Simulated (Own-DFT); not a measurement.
# How strain changes the stress of wurtzite AlN, 128 atoms (Al64N64)

These are calculations, not measurements. They come from Own-DFT, an in-house plane-wave density functional program, since retired, whose code no person has reviewed. Each row is one single-point run on a periodic cell that was not relaxed, without spin or spin-orbit coupling.

Settings of every run: PBE; PseudoDojo norm-conserving scalar-relativistic files; cutoff 42 hartree; 3 x 3 x 3 k mesh centred on Gamma; Gaussian smearing of 0.01 eV.

Known limits: k mesh not checked against a denser one; stress not checked against mesh or cutoff.

Unstrained cell vectors in Å: (12.448, 0.000, 0.000); (-6.224, 10.780, 0.000); (0.000, 0.000, 9.964). The unstrained cell has measured lattice constants (interpolated for alloys), not those of this functional. That, the random moves and any unrelaxed bonds set the pressure at no strain. Each run strains this cell uniformly, with the atoms carried along. Every atom was also moved at random, by a Gaussian of width 0.05 Å on each axis. Strain is the symmetric tensor, in per cent. Stress is positive in tension, and the pressure is minus a third of its trace.

```
run  e_xx (%)  e_yy (%)  e_zz (%)  e_yz (%)  e_xz (%)  e_xy (%)  s_xx (GPa)  s_yy (GPa)  s_zz (GPa)  s_yz (GPa)  s_xz (GPa)  s_xy (GPa)  P (GPa)  E (meV/atom)
  1     -1.58      1.36     -1.53      0.41      0.80      0.80      -12.95       -3.92      -12.33        1.43        1.53        2.67     9.73          31.7
  2      0.52      0.96      0.31     -0.40      1.18     -1.07       -1.01       -1.42       -3.56       -1.36        2.85       -3.01     2.00           1.3
  3      0.72      0.74      0.76      0.67      1.06     -1.59       -0.96       -1.31       -1.90        1.60        2.61       -5.58     1.39          10.2
  4     -1.84      1.38     -0.83     -1.49     -0.16     -1.95      -14.29       -3.07       -8.78       -4.30       -0.72       -6.43     8.71          28.2
  5      0.71     -1.18      0.46     -0.63      1.12     -0.63       -3.85      -10.34       -3.33       -1.75        3.08       -2.33     5.84           6.3
  6     -0.42      1.01      0.56      0.44     -0.33      1.22       -7.23       -2.01       -0.75        0.95       -0.46        5.22     3.33           2.4
  7     -0.11     -1.85     -0.85      0.88      1.44      0.57       -9.37      -16.45      -10.18        1.87        4.19        2.01    12.00          22.3
  8      1.15      0.53      0.23      1.76     -1.94      1.79       -0.42       -3.49       -4.41        4.19       -5.02        6.93     2.77          36.3
  9      0.03     -1.17     -1.38     -1.37     -0.33      0.19       -8.00      -13.05      -11.25       -4.12       -1.39       -0.53    10.77           8.2
 10      1.56      0.05      0.51      0.35      1.47     -0.33        1.93       -2.79       -2.93        1.06        3.46       -0.57     1.27           0.0
 11     -0.58      1.95     -0.81      0.34     -1.05     -0.47       -7.07        2.05       -8.14        0.78       -2.83       -2.15     4.38           2.5
 12     -0.43      2.00     -0.73      0.96      1.46     -0.02       -6.38        1.60       -6.98        2.54        3.88        0.20     3.92           9.5
 13      0.21      0.40     -1.80     -1.41     -0.44      0.20       -6.39       -3.17      -14.45       -3.35       -0.81        0.25     8.00           8.5
 14      1.27      0.17     -1.50      0.02      0.23      1.69       -0.82       -3.82      -12.94        0.06        0.49        5.62     5.86           7.2
 15     -0.98     -0.83     -1.21     -1.53     -1.30      1.62      -11.97      -14.83      -12.33       -5.13       -2.44        5.91    13.04          47.7
 16     -1.07      0.18     -0.62     -0.04      0.40      0.29           ?           ?           ?           ?           ?           ?        ?             ?
```

E is the free energy for each atom above the lowest run shown.

## Worked fit

Each stress component was fitted by least squares to a constant and the strains of the runs shown, as fractions, with shears doubled. Shear strains stay in the fit of a normal stress only where such slopes are resolved. The slopes, in GPa:

```
stress,at no strain,per e_xx,per e_yy,per e_zz,scatter
s_xx,-6.0,479 ± 18,112 ± 14,72 ± 19,0.55
s_yy,-6.9,206 ± 32,506 ± 24,18 ± 34,0.99
s_zz,-5.1,-20 ± 23,42 ± 18,504 ± 25,0.74
```

Each shear stress against twice its own strain: yz 132 ± 6, xz 129 ± 7, xy 191 ± 8 GPa. These are stiffnesses along x, y and z of the frame in which the cell vectors are given, which need not be the crystal's axes. The atoms are held to the strained lattice; where symmetry lets them move under strain, relaxing them would lower some slopes. The table should be nearly symmetric about its diagonal, and what it lacks of that shows the noise. A ninth of its sum, 213 ± 6 GPa, estimates the bulk modulus near the mean pressure of these runs, 6.2 GPa, so it lies above the value at zero pressure.

## Withheld run

Question: what normal stresses and pressure should run 16 give?

The fit gives s_xx = -11.4, s_yy = -8.3, s_zz = -8.0 and P = 9.2 GPa. The calculation gave -10.78, -7.48, -8.79 and P = 9.02 GPa.
